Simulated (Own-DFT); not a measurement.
Simulation results for Si$_{3}$N$_{4}$ (beta silicon nitride, atoms displaced)

All values are calculated (Own-DFT development build). A calculation, not a measurement: plane-wave PBE density functional theory by an unreviewed code, no spin, of a simulated periodic cell, stress positive in tension, free energy of the whole cell less one offset for each atom, forces on such cells passed a denser k mesh, this cell's mesh not checked; offsets are fitted by least squares, one for each functional and potential file, so energies compare only between cells with the same atoms and settings and are not formation energies; the far tail of each file's local potential was reset to the Coulomb form; each entry is a single point on an unrelaxed cell, so the pressure reflects the starting lattice, mostly measured values (interpolated for alloys), from which strain is counted, and rises with the displacements; printed positions are rounded, which can move forces by about a meV/angstrom; the program, named Own-DFT, is a retired in-house code; no spin-orbit coupling.

Si$_{3}$N$_{4}$ (beta silicon nitride, atoms displaced)

```
cell vectors (Å)
   7.6060     0.0000     0.0000
  -3.8030     6.5870     0.0000
   0.0000     0.0000     8.7270
atoms (fractions of the cell vectors)
Si  0.16884  0.76419  0.08658
Si  0.23051  0.40199  0.08465
Si  0.59680  0.82450  0.08461
Si  0.82356  0.22856  0.25111
Si  0.76971  0.59593  0.24982
Si  0.40469  0.17328  0.25375
N   0.33326  0.03426  0.08316
N   0.96613  0.30263  0.08502
N   0.69707  0.66511  0.08151
N   0.66539  0.97088  0.25074
N   0.02728  0.70208  0.25678
N   0.30462  0.33370  0.24973
N   0.33658  0.66842  0.08120
N   0.66608  0.33089  0.25162
Si  0.17258  0.77111  0.41596
Si  0.22632  0.40952  0.41752
Si  0.59817  0.83234  0.42051
Si  0.82467  0.22900  0.58487
Si  0.77107  0.59754  0.58304
Si  0.40774  0.17852  0.58489
N   0.33152  0.03073  0.41731
N   0.96796  0.29622  0.41729
N   0.68894  0.66211  0.41495
N   0.67263  0.96879  0.58670
N   0.03512  0.69666  0.57878
N   0.30010  0.33023  0.57882
N   0.33012  0.66489  0.41815
N   0.66295  0.32733  0.58023
Si  0.16922  0.76575  0.75073
Si  0.23057  0.40528  0.74925
Si  0.59482  0.82547  0.74878
Si  0.83100  0.23287  0.91829
Si  0.77308  0.59962  0.91931
Si  0.40098  0.17535  0.91447
N   0.33347  0.03296  0.74637
N   0.96402  0.29523  0.75059
N   0.69926  0.66750  0.75184
N   0.67064  0.96756  0.92006
N   0.03067  0.69950  0.91539
N   0.30233  0.33590  0.91383
N   0.33248  0.66798  0.74872
N   0.66116  0.32472  0.91758
```

* functional: PBE
* potential files: PseudoDojo norm-conserving, scalar-relativistic, standard set
* wave cutoff: 42 hartree
* occupations: Fermi-Dirac
* smearing width: 0.1 eV
* k mesh: 3 x 3 x 3 centred on Gamma
* free energy of cell above offsets: -7.245 eV
* pressure: 5.45 GPa
* stress xx: -5.53 GPa
* stress yy: -3.72 GPa
* stress zz: -7.09 GPa
* stress yz: 0.85 GPa
* stress xz: -0.33 GPa
* stress xy: -0.65 GPa

Force:
```csv
element,x (eV/Å),y (eV/Å),z (eV/Å)
Si,1.405,1.249,-0.252
Si,-0.191,1.045,-0.189
Si,-0.88,0.142,-0.101
Si,-0.604,0.565,0.041
Si,-0.848,-1.517,0.339
Si,0.354,0.458,-1.003
N,-0.753,-1.367,0.189
N,1.364,0.369,0.199
N,0.232,0.491,1.008
N,0.549,-0.6,0.245
N,0.125,0.052,-1.814
N,-0.741,-0.093,0.499
N,-0.918,-0.816,0.359
N,-0.019,0.806,0.004
Si,1.738,0.289,0.381
Si,1.553,-0.467,-0.648
Si,-0.873,-1.681,-0.973
Si,-0.573,0.431,-0.332
Si,0.012,-1.281,-0.358
Si,-0.259,-0.643,-0.929
N,-0.183,-0.162,0.421
N,-0.359,-0.248,0.083
N,0.552,0.698,0.593
N,0.1,0.281,-0.473
N,-1.819,-0.394,1.492
N,-0.662,0.271,1.069
N,0.046,1.531,-0.16
N,0.751,1.773,0.253
Si,1.393,1.056,-0.954
Si,-0.262,0.424,-0.818
Si,-0.416,-0.34,1.572
Si,-2.065,-0.999,-0.016
Si,-0.329,-2.51,-0.937
Si,1.085,-0.285,0.399
N,-0.646,-1.169,0.887
N,1.381,0.765,-0.118
N,0.225,0.274,-0.514
N,0.429,0.318,-0.812
N,-0.21,0.02,0.877
N,-0.211,-0.495,0.551
N,0.033,-0.317,0.045
N,0.495,2.074,-0.104
```
